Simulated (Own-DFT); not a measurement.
# Strain and stress in 4H SiC, 72 atoms (C36Si36)

All numbers below are calculated, not measured. They come from Own-DFT, an in-house plane-wave density functional program, since retired, whose code no person has reviewed. Each row is one single-point run on a periodic cell that was not relaxed, without spin or spin-orbit coupling.

Settings of every run: PBE; PseudoDojo norm-conserving scalar-relativistic files; cutoff 42 hartree; 4 x 4 x 3 k mesh centred on Gamma; Fermi-Dirac smearing of 0.1 eV.

Known limits: forces on such cells passed a denser k mesh, each cell not checked; stress not checked against mesh or cutoff.

Unstrained cell vectors in Å: (9.248, 0.000, 0.000); (-4.624, 8.009, 0.000); (0.000, 0.000, 10.068). The unstrained cell has measured lattice constants (interpolated for alloys), not those of this functional. That, the random moves and any unrelaxed bonds set the pressure at no strain. Each run strains this cell uniformly, with the atoms carried along. Every atom was also moved at random, by a Gaussian of width 0.05 Å on each axis. Strain is the symmetric tensor, in per cent. Stress is positive in tension, and the pressure is minus a third of its trace.

| run | e_xx (%) | e_yy (%) | e_zz (%) | e_yz (%) | e_xz (%) | e_xy (%) | s_xx (GPa) | s_yy (GPa) | s_zz (GPa) | s_yz (GPa) | s_xz (GPa) | s_xy (GPa) | P (GPa) | E (meV/atom) |
|---|---|---|---|---|---|---|---|---|---|---|---|---|---|---|
| 1 | -0.99 | -0.45 | 1.22 | 1.89 | 1.82 | -0.13 | -10.50 | -6.30 | -0.06 | 5.54 | 5.38 | -2.79 | 5.62 | 5.5 |
| 2 | 0.52 | -0.04 | 1.73 | 1.73 | 1.04 | 1.49 | -1.53 | -3.93 | 3.31 | 6.00 | 3.52 | 6.86 | 0.72 | 1.2 |
| 3 | -1.44 | -1.25 | 0.66 | 1.28 | 0.43 | -0.99 | -13.51 | -13.60 | -4.08 | 4.30 | 1.23 | -5.04 | 10.40 | 17.3 |
| 4 | -0.43 | -0.46 | -1.51 | -0.20 | 0.48 | -0.24 | -8.49 | -6.45 | -18.01 | -1.16 | 1.44 | -0.16 | 10.98 | 8.4 |
| 5 | -0.77 | -1.58 | 0.42 | -0.46 | -0.37 | 0.07 | -10.61 | -16.31 | -3.09 | -0.79 | -0.62 | 0.95 | 10.00 | 5.7 |
| 6 | 0.61 | -1.78 | -0.39 | 0.97 | -1.06 | -1.29 | -2.12 | -15.90 | -8.62 | 2.24 | -3.18 | -5.59 | 8.88 | 5.2 |
| 7 | -1.34 | -0.16 | 1.56 | -0.42 | -1.05 | 1.98 | -13.10 | -7.31 | 2.62 | -2.32 | -2.06 | 10.20 | 5.93 | 21.3 |
| 8 | -1.37 | 0.71 | -0.76 | -1.89 | -0.55 | 0.18 | -12.28 | -2.98 | -12.35 | -5.86 | -2.37 | 1.22 | 9.20 | 28.3 |
| 9 | -0.67 | -1.99 | 1.87 | -1.70 | -0.39 | -0.82 | -11.01 | -15.28 | 3.51 | -5.48 | 0.13 | -3.67 | 7.59 | 20.5 |
| 10 | 0.44 | -1.67 | 1.21 | -1.04 | 1.80 | 1.38 | -3.22 | -15.43 | 0.12 | -4.86 | 5.73 | 7.10 | 6.18 | 31.4 |
| 11 | 1.34 | -0.46 | 1.50 | -0.85 | -1.90 | -0.30 | 0.94 | -4.62 | 2.66 | -2.91 | -6.37 | -1.60 | 0.34 | 3.6 |
| 12 | 0.67 | 1.11 | 0.73 | -0.56 | -0.21 | 1.13 | -0.13 | 1.66 | -1.25 | -2.23 | -0.11 | 3.78 | -0.09 | 0.7 |
| 13 | 0.39 | 1.57 | 1.86 | 0.83 | -1.35 | -0.07 | -0.12 | 2.40 | 5.63 | 2.57 | -5.19 | -0.57 | -2.64 | 1.4 |
| 14 | -1.10 | 1.65 | -1.25 | -0.44 | -0.69 | 1.86 | -10.21 | 2.69 | -13.48 | -1.65 | -1.76 | 8.94 | 7.00 | 2.1 |
| 15 | -0.76 | -0.47 | -1.72 | 1.03 | 0.59 | 0.08 | -11.24 | -6.15 | -18.94 | 3.59 | 1.24 | -0.02 | 12.11 | 0.6 |
| 16 | 0.68 | -1.17 | 1.75 | 1.04 | -1.00 | 0.80 | -2.66 | -9.51 | 4.34 | 3.38 | -3.39 | 3.79 | 2.61 | 0.0 |
| 17 | 0.56 | -0.35 | 1.89 | 0.82 | -1.81 | 0.74 | ? | ? | ? | ? | ? | ? | ? | ? |

E is the free energy for each atom above the lowest run shown.

## Worked fit

Each stress component was fitted by least squares to a constant and the strains of the runs shown, as fractions, with shears doubled. Shear strains stay in the fit of a normal stress only where such slopes are resolved. The slopes, in GPa:

| stress | at no strain | per e_xx | per e_yy | per e_zz | scatter |
|---|---|---|---|---|---|
| s_xx | -5.1 | 562 ± 25 | 92 ± 18 | 24 ± 18 | 0.82 |
| s_yy | -4.8 | 95 ± 48 | 545 ± 35 | -5 ± 35 | 1.58 |
| s_zz | -6.9 | 40 ± 29 | 34 ± 21 | 631 ± 21 | 0.93 |

Each shear stress against twice its own strain: yz 166 ± 8, xz 151 ± 8, xy 254 ± 12 GPa. These are stiffnesses along x, y and z of the frame in which the cell vectors are given, which need not be the crystal's axes. The atoms are held to the strained lattice; where symmetry lets them move under strain, relaxing them would lower some slopes. The table should be nearly symmetric about its diagonal, and what it lacks of that shows the noise. A ninth of its sum, 224 ± 4 GPa, estimates the bulk modulus near the mean pressure of these runs, 5.9 GPa, so it lies above the value at zero pressure.

## Withheld run

Question: what normal stresses and pressure should run 17 give?

The fit gives s_xx = -1.9, s_yy = -6.3, s_zz = 5.2 and P = 1.0 GPa. The calculation gave -0.52, -6.23, 4.54 and P = 0.74 GPa.
